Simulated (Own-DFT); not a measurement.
# Computed records: HfO2 (monoclinic hafnia, atoms displaced)

A calculation, not a measurement: plane-wave density functional theory by an unreviewed code, no spin, of a simulated periodic cell, stress positive in tension, run twice, with PBE and with PBEsol, both on files made for PBE, so the change isn't that of files made for PBEsol, hafnium file: forces about 75 meV/angstrom off all-electron values; oxygen file: force components 24 meV/angstrom off all-electron in one glass; forces on such cells passed a denser k mesh, this cell's mesh not checked; the far tail of each file's local potential was reset to the Coulomb form; each entry is a single point on an unrelaxed cell, so the pressure reflects the starting lattice, mostly measured values (interpolated for alloys), from which strain is counted, and rises with the displacements; printed positions are rounded, which can move forces by about a meV/angstrom; the program, named Own-DFT, is a retired in-house code; no spin-orbit coupling; stress was not checked against mesh or cutoff. Program: Own-DFT development build.

Settings shared by all entries: functional PBE, then PBEsol; potential files PseudoDojo norm-conserving, scalar-relativistic, standard set; wave cutoff 72 hartree; occupations Fermi-Dirac; smearing width 0.1 eV; k mesh 2 x 2 x 2 centred on Gamma.

(1) HfO2 (monoclinic hafnia, atoms displaced)

```xyz
96
Lattice="10.2340 0.0000 0.0000 0.0000 10.3500 0.0000 -1.6955 0.0000 10.4453" Properties=species:S:1:pos:R:3 HfO2
Hf     1.2343     0.1823     0.9842
Hf     3.3334     2.7055     1.4216
Hf     3.0273     4.9068     4.1795
Hf     0.7432     2.3185     3.7427
O      0.2085     1.7807     1.7315
O      4.5743     4.2780     0.8251
O      4.2090     3.4721     3.4725
O     -0.3688     0.8884     4.3342
O      1.8613     4.0542     2.3506
O      2.6930     1.3976     0.1260
O      2.4067     1.4053     2.8146
O      1.5577     3.8129     5.1351
Hf     0.3032     0.2401     6.2935
Hf     2.5931     2.8447     6.8439
Hf     2.1842     4.9092     9.3440
Hf    -0.0360     2.2854     8.9641
O     -0.7685     1.6541     7.0851
O      3.9043     4.3287     5.9715
O      3.3937     3.4126     8.6446
O     -1.1273     0.8811     9.6582
O      0.9743     3.9468     7.7451
O      1.9269     1.2648     5.1991
O      1.5539     1.2882     7.9635
O      0.5998     3.9087    10.2981
Hf     1.0786     5.4182     1.1319
Hf     3.3592     8.0260     1.5762
Hf     3.0331    10.2326     4.2068
Hf     0.9041     7.4357     3.6906
O      0.1007     7.0044     2.0029
O      4.6044     9.4766     0.6582
O      4.2377     8.6384     3.3520
O     -0.3372     5.9345     4.4245
O      1.8675     9.1153     2.7633
O      2.8302     6.5484     0.0949
O      2.3923     6.3785     2.8684
O      1.3951     9.0375     5.1399
Hf     0.4502     5.4301     6.3794
Hf     2.5019     8.0038     6.8122
Hf     2.2861    10.0174     9.3235
Hf    -0.0422     7.7667     8.9594
O     -0.7577     6.9047     7.1923
O      3.7082     9.4539     5.9360
O      3.2632     8.6246     8.5158
O     -1.1474     6.1518     9.6917
O      0.9444     9.2109     7.8172
O      1.9357     6.5761     5.2392
O      1.6333     6.4619     8.0515
O      0.4761     8.8372    10.1805
Hf     6.1879     0.1502     1.1096
Hf     8.5572     2.7532     1.4855
Hf     8.2650     4.9617     4.0958
Hf     5.9409     2.3549     3.7246
O      5.0464     1.8726     1.9528
O      9.6975     4.1972     0.7603
O      9.4099     3.5584     3.3348
O      4.8552     0.7748     4.1953
O      6.8587     4.0091     2.3969
O      7.9715     1.3278     0.1518
O      7.4884     1.2019     2.6680
O      6.5300     3.7604     5.0378
Hf     5.5031     0.1993     6.3916
Hf     7.6371     2.7376     6.7238
Hf     7.4097     5.0535     9.3734
Hf     5.1600     2.3220     9.0001
O      4.2921     1.6295     6.8898
O      8.8082     4.4099     6.1181
O      8.4957     3.4143     8.7091
O      3.9371     0.8232     9.6210
O      6.1429     3.9683     7.7705
O      6.9759     1.3471     5.1841
O      6.6164     1.1834     7.8985
O      5.7926     3.9751    10.3053
Hf     6.3196     5.2601     1.0432
Hf     8.4803     8.1378     1.6252
Hf     8.0761     9.9564     4.0878
Hf     5.9156     7.5144     3.8303
O      5.1978     6.9031     1.9781
O      9.8358     9.3968     0.6110
O      9.4359     8.6176     3.3315
O      4.8925     6.0059     4.2510
O      7.1487     8.9755     2.5159
O      7.9746     6.5230     0.0681
O      7.3797     6.3595     2.7509
O      6.6142     9.0890     5.1554
Hf     5.5582     5.3700     6.3795
Hf     7.6378     7.8447     6.8270
Hf     7.4624    10.1551     9.3442
Hf     4.9814     7.4850     8.9082
O      4.2919     6.8727     7.1483
O      8.6938     9.4710     5.9963
O      8.4412     8.7883     8.6493
O      3.9412     5.8845     9.7113
O      6.0663     9.0321     7.6417
O      6.9629     6.4899     5.3665
O      6.6053     6.4453     8.0240
O      5.6774     8.9114    10.2504
```

Results for HfO2 (monoclinic hafnia, atoms displaced): PBE pressure 9.41 GPa; PBE stress xx -7.62 GPa; PBE stress yy -8.82 GPa; PBE stress zz -11.8 GPa; PBE stress yz -1.74 GPa; PBE stress xz -1.55 GPa; PBE stress xy -1.11 GPa; PBEsol pressure 2.93 GPa; PBEsol stress xx -1.16 GPa; PBEsol stress yy -2.4 GPa; PBEsol stress zz -5.22 GPa; PBEsol stress yz -1.74 GPa; PBEsol stress xz -1.16 GPa; PBEsol stress xy -1.09 GPa; rms change of force components from PBE to PBEsol 0.063 eV/Å.

Force:
```csv
force element,PBE force x (eV/Å),PBE force y (eV/Å),PBE force z (eV/Å),PBEsol force x (eV/Å),PBEsol force y (eV/Å),PBEsol force z (eV/Å)
Hf,-0.447,0.525,3.66,-0.484,0.617,3.497
Hf,0.585,4.507,3.594,0.555,4.43,3.548
Hf,2.328,-0.27,-2.082,2.28,-0.317,-2.025
Hf,2.123,1.262,-1.515,2.094,1.151,-1.517
O,-1.108,-0.84,-0.317,-1.075,-0.82,-0.262
O,-0.314,-0.458,-0.635,-0.295,-0.429,-0.68
O,-0.985,0.216,0.196,-0.965,0.218,0.178
O,-1.855,-1.357,1.089,-1.76,-1.319,1.117
O,0.324,-1.72,1.558,0.363,-1.67,1.49
O,0.896,-2.737,-1.158,0.775,-2.642,-1.121
O,-0.172,-1.076,-1.232,-0.216,-1.023,-1.196
O,-1.152,-0.176,0.831,-1.05,-0.158,0.816
Hf,0.764,-1.767,-1.708,0.765,-1.689,-1.693
Hf,0.919,-0.727,-1.899,0.901,-0.677,-1.813
Hf,-0.794,1.037,2.11,-0.78,0.974,2.092
Hf,0.656,4.152,-1.177,0.646,4.018,-1.16
O,-1.713,1.074,-0.361,-1.649,1.045,-0.3
O,-1.259,-0.719,1.659,-1.229,-0.67,1.567
O,0.394,-0.534,-0.146,0.362,-0.53,-0.203
O,-1.618,-1.325,-0.185,-1.569,-1.328,-0.123
O,0.836,-0.162,-0.507,0.898,-0.146,-0.501
O,-0.701,1.382,3.004,-0.748,1.321,2.89
O,0.509,-0.292,-0.083,0.428,-0.264,-0.082
O,-0.32,-1.167,-0.688,-0.236,-1.163,-0.672
Hf,1.86,0.495,-0.285,1.829,0.499,-0.29
Hf,2.185,-3.455,1.912,2.163,-3.368,1.929
Hf,0.452,-1.261,-1.569,0.417,-1.265,-1.506
Hf,-0.489,2.679,2.479,-0.443,2.588,2.398
O,-0.861,-2.258,-3.786,-0.801,-2.21,-3.63
O,-1.336,-1.241,1.551,-1.297,-1.171,1.454
O,-0.376,0.891,0.099,-0.384,0.827,0.04
O,0.818,0.951,0.766,0.799,0.892,0.783
O,0.454,0.803,-3.645,0.516,0.741,-3.533
O,0.1,0.001,1.218,0.034,0.019,1.181
O,0.639,1.131,-2.303,0.545,1.121,-2.218
O,-0.52,-0.308,1.511,-0.434,-0.294,1.474
Hf,-1.536,0.044,-0.336,-1.513,0.076,-0.344
Hf,-0.022,-0.637,-3.713,-0.021,-0.58,-3.594
Hf,-2.181,3.133,-1.466,-2.108,3.006,-1.43
Hf,-2.418,-9.777,-5.621,-2.364,-9.64,-5.552
O,-0.744,-0.316,-2.252,-0.729,-0.298,-2.17
O,1.168,-0.203,1.893,1.116,-0.161,1.816
O,1.635,-0.043,1.69,1.564,-0.051,1.615
O,-1.276,-0.39,-0.015,-1.258,-0.418,0.033
O,0.55,-0.077,-1.226,0.604,-0.103,-1.167
O,0.502,-1.17,3.247,0.401,-1.155,3.15
O,-0.618,0.45,-1.57,-0.644,0.45,-1.541
O,3.973,9.265,9.332,3.938,9.106,9.142
Hf,2.229,2.295,0.729,2.18,2.281,0.636
Hf,-0.25,0.886,1.008,-0.237,0.912,0.967
Hf,-2.859,-0.053,0.118,-2.757,-0.081,0.14
Hf,-1.251,1.255,-1.467,-1.229,1.166,-1.448
O,1.836,-3.454,-3.666,1.773,-3.345,-3.512
O,1.325,1.607,0.161,1.291,1.596,0.122
O,-0.823,-0.831,-0.207,-0.817,-0.823,-0.231
O,-0.914,-1.02,1.644,-0.906,-0.97,1.648
O,2.504,-3.777,1.994,2.485,-3.686,1.923
O,-0.931,-0.33,-0.966,-0.966,-0.279,-0.945
O,-0.157,-0.429,-0.274,-0.226,-0.418,-0.26
O,1.357,1.626,2.069,1.36,1.572,2.027
Hf,-0.134,-1.445,-3.35,-0.103,-1.383,-3.292
Hf,1.128,1.672,-0.4,1.079,1.686,-0.367
Hf,-0.577,-0.621,0.179,-0.596,-0.647,0.222
Hf,-0.25,1.847,-0.79,-0.23,1.773,-0.787
O,-0.626,1.449,1.514,-0.595,1.406,1.523
O,0.127,-0.919,0.012,0.121,-0.892,-0.052
O,-0.558,-0.378,-0.763,-0.539,-0.378,-0.779
O,0.05,0.129,0.401,0.052,0.092,0.451
O,0.55,-1.438,-0.386,0.592,-1.399,-0.397
O,1.63,-0.62,2.94,1.509,-0.601,2.877
O,0.406,1.102,0.661,0.331,1.098,0.636
O,-0.486,-2.865,-0.684,-0.429,-2.79,-0.655
Hf,-0.629,3.492,1.528,-0.607,3.415,1.471
Hf,4.309,-6.249,-4.637,4.226,-6.081,-4.499
Hf,1.769,2.831,1.187,1.706,2.715,1.187
Hf,-0.881,0.052,-2.507,-0.866,-0.047,-2.511
O,-1.287,0.581,-2.798,-1.25,0.592,-2.642
O,-0.124,0.16,1.933,-0.12,0.217,1.827
O,-1.48,1.861,1.507,-1.5,1.807,1.404
O,-2.449,-1.827,2.662,-2.368,-1.757,2.635
O,-5.116,3.43,1.242,-4.918,3.358,1.243
O,0.009,0.089,0.815,-0.056,0.06,0.751
O,2.12,0.955,0.457,1.993,0.936,0.471
O,-1.588,-1.622,-0.576,-1.476,-1.577,-0.573
Hf,-1.277,-0.239,-1.647,-1.237,-0.207,-1.626
Hf,0.846,1.63,-1.123,0.792,1.645,-1.087
Hf,-4.639,0.909,0.26,-4.492,0.832,0.297
Hf,1.468,-0.865,1.99,1.474,-0.91,1.904
O,-0.436,-0.617,-2.029,-0.396,-0.569,-1.901
O,2.531,0.303,0.945,2.452,0.307,0.861
O,1.597,-2.828,-2.048,1.574,-2.773,-2
O,-0.48,1.765,-2.306,-0.469,1.698,-2.22
O,0.26,-0.244,0.947,0.312,-0.242,0.894
O,1.877,0.506,1.303,1.748,0.506,1.294
O,0.466,0.21,-0.903,0.396,0.222,-0.896
O,-0.046,2.493,1.401,-0.001,2.424,1.38
```

(2) HfO2 (monoclinic hafnia, atoms displaced)

```xyz
96
Lattice="10.2340 0.0000 0.0000 0.0000 10.3500 0.0000 -1.6955 0.0000 10.4453" Properties=species:S:1:pos:R:3 HfO2
Hf     1.1850     0.1376     1.1244
Hf     3.5568     2.6831     1.5343
Hf     2.9092     5.0308     4.1521
Hf     0.9210     2.2905     3.6146
O      0.0524     1.7571     1.7006
O      4.5895     4.4172     0.8239
O      4.2130     3.4531     3.6566
O     -0.3550     0.7808     4.4034
O      1.9830     3.9840     2.6294
O      2.8679     1.2670     0.1406
O      2.4245     1.3770     2.7252
O      1.4817     3.8634     5.0872
Hf     0.4496     0.2360     6.2294
Hf     2.4389     2.8151     6.8544
Hf     2.2896     5.0047     9.4687
Hf     0.1107     2.3006     9.0401
O     -0.6941     1.8263     6.8652
O      3.7765     4.3616     6.1774
O      3.4606     3.6684     8.7364
O     -1.1778     0.9146     9.5074
O      1.0729     3.8442     7.6426
O      2.1527     1.4179     5.1655
O      1.3140     1.3634     7.9517
O      0.5150     3.8051    10.3695
Hf     1.2366     5.5238     1.0274
Hf     3.3426     7.9178     1.4446
Hf     2.9059    10.0566     4.1774
Hf     0.8231     7.6299     3.8348
O     -0.0248     6.9618     1.6882
O      4.6013     9.5877     0.7627
O      4.1986     8.5658     3.4495
O     -0.3075     6.0574     4.4016
O      1.7321     9.0720     2.4780
O      1.0272     6.4187    10.4332
O      2.4548     6.3427     2.7365
O      1.4181     9.1138     5.0377
Hf     0.4870     5.2926     6.4313
Hf     2.7234     7.8504     6.7121
Hf     2.1842    10.0914     9.3408
Hf    -0.1434     7.4241     8.9820
O     -0.7162     6.9278     7.0803
O      3.7438     9.5016     6.0232
O      3.2770     8.6998     8.6817
O     -1.2209     6.0755     9.6177
O      0.9936     9.0890     7.7050
O      1.9028     6.4659     5.3151
O      1.4941     6.3536     8.0600
O      0.5009     9.0221    10.4219
Hf     6.3047     0.2346     1.1080
Hf     8.4984     2.7883     1.5483
Hf     8.1924     5.0188     4.1353
Hf     6.0317     2.3710     3.6822
O      5.1611     1.6254     1.8220
O      9.7231     4.4397     0.7976
O      9.3267     3.4872     3.5203
O      4.6978     0.8345     4.4454
O      7.1061     3.9167     2.5684
O      7.7414     1.3398     0.1345
O      7.4733     1.2022     2.6652
O      6.5947     3.8571     5.1589
Hf     5.3477     0.2193     6.2855
Hf     7.8315     2.8764     6.7329
Hf     7.3430     4.9274     9.3046
Hf     5.0275     2.3749     8.9805
O      4.3573     1.7205     6.9736
O      8.8305     4.3740     5.9674
O      8.4875     3.5559     8.6095
O      3.9620     0.9426     9.5868
O      6.1341     3.9032     7.8323
O      7.0572     1.4195     5.2948
O      6.6738     1.3019     8.0154
O      5.6889     3.7510    10.3544
Hf     6.3594     5.3846     1.1660
Hf     8.5523     7.9403     1.5582
Hf     8.0858    10.1686     3.9455
Hf     5.9070     7.6180     3.6606
O      5.2680     6.8059     1.8894
O      9.7345     9.5299     0.7882
O      9.4086     8.5984     3.3534
O      4.8331     6.0663     4.2336
O      6.9887     9.0693     2.6415
O      7.7435     6.4343     0.1354
O      7.6568     6.6376     2.7628
O      6.5329     9.1526     4.9910
Hf     5.5884     5.2950     6.4010
Hf     7.7075     7.9320     6.6929
Hf     7.2568    10.1089     9.1939
Hf     5.0411     7.6973     8.9262
O      4.3061     6.7123     6.9774
O      8.7295     9.5240     6.0081
O      8.5434     8.6343     8.7057
O      3.8147     5.9070     9.6115
O      6.1281     9.0636     7.7464
O      7.1132     6.6283     5.3069
O      6.7141     6.5293     8.0058
O      5.5874     8.9893    10.2451
```

Results for HfO2 (monoclinic hafnia, atoms displaced): PBE pressure 7.98 GPa; PBE stress xx -7.36 GPa; PBE stress yy -9.3 GPa; PBE stress zz -7.29 GPa; PBE stress yz -0.75 GPa; PBE stress xz 1.06 GPa; PBE stress xy 0.69 GPa; PBEsol pressure 1.51 GPa; PBEsol stress xx -0.87 GPa; PBEsol stress yy -2.8 GPa; PBEsol stress zz -0.85 GPa; PBEsol stress yz -0.71 GPa; PBEsol stress xz 1.36 GPa; PBEsol stress xy 0.66 GPa; rms change of force components from PBE to PBEsol 0.06 eV/Å.

Force:
```csv
force element,PBE force x (eV/Å),PBE force y (eV/Å),PBE force z (eV/Å),PBEsol force x (eV/Å),PBEsol force y (eV/Å),PBEsol force z (eV/Å)
Hf,-0.894,1.503,-1.814,-0.88,1.465,-1.804
Hf,-1.919,3.454,1.057,-1.905,3.371,1.062
Hf,4.275,-2.647,0.61,4.144,-2.641,0.578
Hf,-2.402,3.093,1.059,-2.305,2.991,1.022
O,0.134,-0.028,0.827,0.137,-0.036,0.879
O,-0.163,-2.052,2.396,-0.144,-1.973,2.26
O,1.063,-1.08,-1.877,1.04,-1.063,-1.879
O,1.216,0.777,-1.116,1.21,0.734,-1.029
O,-0.928,-0.934,-1.844,-0.841,-0.919,-1.744
O,0.078,0.086,0.029,0.029,0.094,0.022
O,0.47,-2.66,-1.058,0.4,-2.559,-1.021
O,-0.962,-0.63,1.45,-0.874,-0.588,1.435
Hf,-3.454,-0.073,1.315,-3.393,-0.029,1.259
Hf,5.717,-0.088,-3.41,5.558,-0.019,-3.339
Hf,-4.293,-2.241,-1.601,-4.155,-2.216,-1.54
Hf,-5.097,2.802,0.797,-4.968,2.683,0.768
O,-0.181,-0.199,0.026,-0.174,-0.199,0.064
O,-0.565,-0.247,-0.266,-0.539,-0.224,-0.285
O,-0.378,-3.479,-1.743,-0.374,-3.402,-1.72
O,-0.654,-1.053,0.824,-0.602,-1.022,0.837
O,-1.999,1.136,2.492,-1.903,1.094,2.389
O,-1.878,-0.837,2.104,-1.899,-0.844,2.026
O,4.914,-3.23,-1.459,4.743,-3.114,-1.441
O,0.871,-0.044,0.453,0.896,-0.054,0.428
Hf,-1.574,-3.772,2.27,-1.553,-3.643,2.156
Hf,1.831,0.525,1.827,1.739,0.559,1.819
Hf,4.337,2.466,-2.39,4.24,2.4,-2.282
Hf,-1.928,-2.332,-2.719,-1.899,-2.279,-2.688
O,2.485,-0.869,0.369,2.413,-0.842,0.384
O,-1.228,-2.187,0.511,-1.198,-2.096,0.412
O,-2.816,1.378,-1.154,-2.742,1.329,-1.162
O,0.118,0.204,0.24,0.112,0.197,0.27
O,1.835,-0.39,0.727,1.827,-0.385,0.706
O,1.132,2.371,2.632,1.021,2.316,2.577
O,-1.22,3.461,-2.108,-1.227,3.378,-2.057
O,-0.337,-1.273,1.734,-0.282,-1.228,1.654
Hf,-2.356,1.773,-2.056,-2.264,1.768,-2.034
Hf,-1.543,0.245,1.186,-1.483,0.263,1.186
Hf,-1.874,2.016,0.374,-1.825,1.926,0.423
Hf,2.221,3.91,-2.843,2.161,3.766,-2.816
O,-0.451,-0.882,-1.086,-0.437,-0.857,-0.977
O,-1.952,-2.188,0.558,-1.911,-2.121,0.479
O,1.898,-2.593,-1.466,1.869,-2.538,-1.459
O,-2.005,-2.061,0.742,-1.934,-2.025,0.778
O,1.104,0.576,-0.44,1.139,0.591,-0.431
O,0.718,1.678,1.648,0.657,1.616,1.61
O,0.638,0.639,-1.955,0.555,0.608,-1.907
O,1.431,-1.026,-0.577,1.45,-1,-0.525
Hf,1.337,-1.497,-1.065,1.309,-1.382,-1.079
Hf,2.385,1.035,-1.209,2.299,1.047,-1.163
Hf,0.279,0.384,-0.029,0.298,0.31,0.01
Hf,-3.077,0.983,3.196,-2.999,0.93,3.139
O,0.247,1.112,0.568,0.243,1.092,0.577
O,-0.59,-1.094,0.334,-0.576,-1.04,0.238
O,0.588,-1.248,-1.17,0.54,-1.199,-1.186
O,0.275,-0.017,-0.957,0.274,-0.044,-0.848
O,-1.354,0.526,-0.448,-1.259,0.486,-0.437
O,1.711,-0.41,0.624,1.575,-0.38,0.621
O,0.197,1.308,-0.762,0.128,1.284,-0.741
O,-0.034,0.467,-0.303,0.031,0.46,-0.285
Hf,3.449,1.469,-1.038,3.325,1.493,-1.08
Hf,-1.078,-1.979,0.179,-1.036,-1.868,0.181
Hf,-1.811,0.276,1.752,-1.754,0.212,1.729
Hf,1.895,1.595,-1.944,1.873,1.524,-1.887
O,-1.736,1.08,1.403,-1.67,1.024,1.407
O,1.793,1.162,1.276,1.737,1.121,1.196
O,1.604,-1.125,-0.368,1.51,-1.087,-0.406
O,-3.569,-2.874,0.615,-3.457,-2.822,0.665
O,0.418,0.882,-1.118,0.46,0.888,-1.1
O,0.071,-0.397,-0.445,0.007,-0.373,-0.48
O,-0.088,-0.387,-0.57,-0.14,-0.398,-0.518
O,0.681,0.98,1.069,0.714,0.939,1.032
Hf,0.319,-0.715,-0.858,0.296,-0.635,-0.886
Hf,-0.04,0.587,-1.495,-0.025,0.559,-1.384
Hf,1.303,-1.446,5.024,1.224,-1.472,4.938
Hf,0.763,-1.395,2.208,0.749,-1.404,2.136
O,-2.147,1.958,-2.068,-2.064,1.899,-1.963
O,-1.252,0.023,-0.327,-1.176,0.035,-0.346
O,-1.008,1.375,0.835,-0.983,1.307,0.764
O,-0.947,-1.258,2.021,-0.921,-1.195,1.981
O,0.077,1.38,-3.801,0.147,1.35,-3.673
O,0.915,1.364,-0.547,0.825,1.328,-0.512
O,-1.009,-2.63,0.569,-1.021,-2.536,0.545
O,-0.392,-0.56,1.177,-0.319,-0.546,1.107
Hf,-1.009,-0.755,-1.945,-1.002,-0.736,-1.892
Hf,1.293,1.351,0.227,1.257,1.341,0.238
Hf,1.64,0.933,2.096,1.594,0.865,2.045
Hf,0.545,-3.885,0.07,0.587,-3.778,0.067
O,-0.838,2.694,1.021,-0.848,2.65,1.018
O,1.833,0.386,0.089,1.776,0.36,0.035
O,-1.657,0.677,-0.532,-1.631,0.648,-0.548
O,5.027,5.122,0.537,4.897,4.956,0.585
O,-0.441,-0.001,-0.866,-0.374,-0.024,-0.794
O,-0.397,-1.102,0.221,-0.421,-1.067,0.231
O,-0.72,-0.725,-0.242,-0.745,-0.705,-0.25
O,1.107,1.388,1.724,1.114,1.349,1.63
```
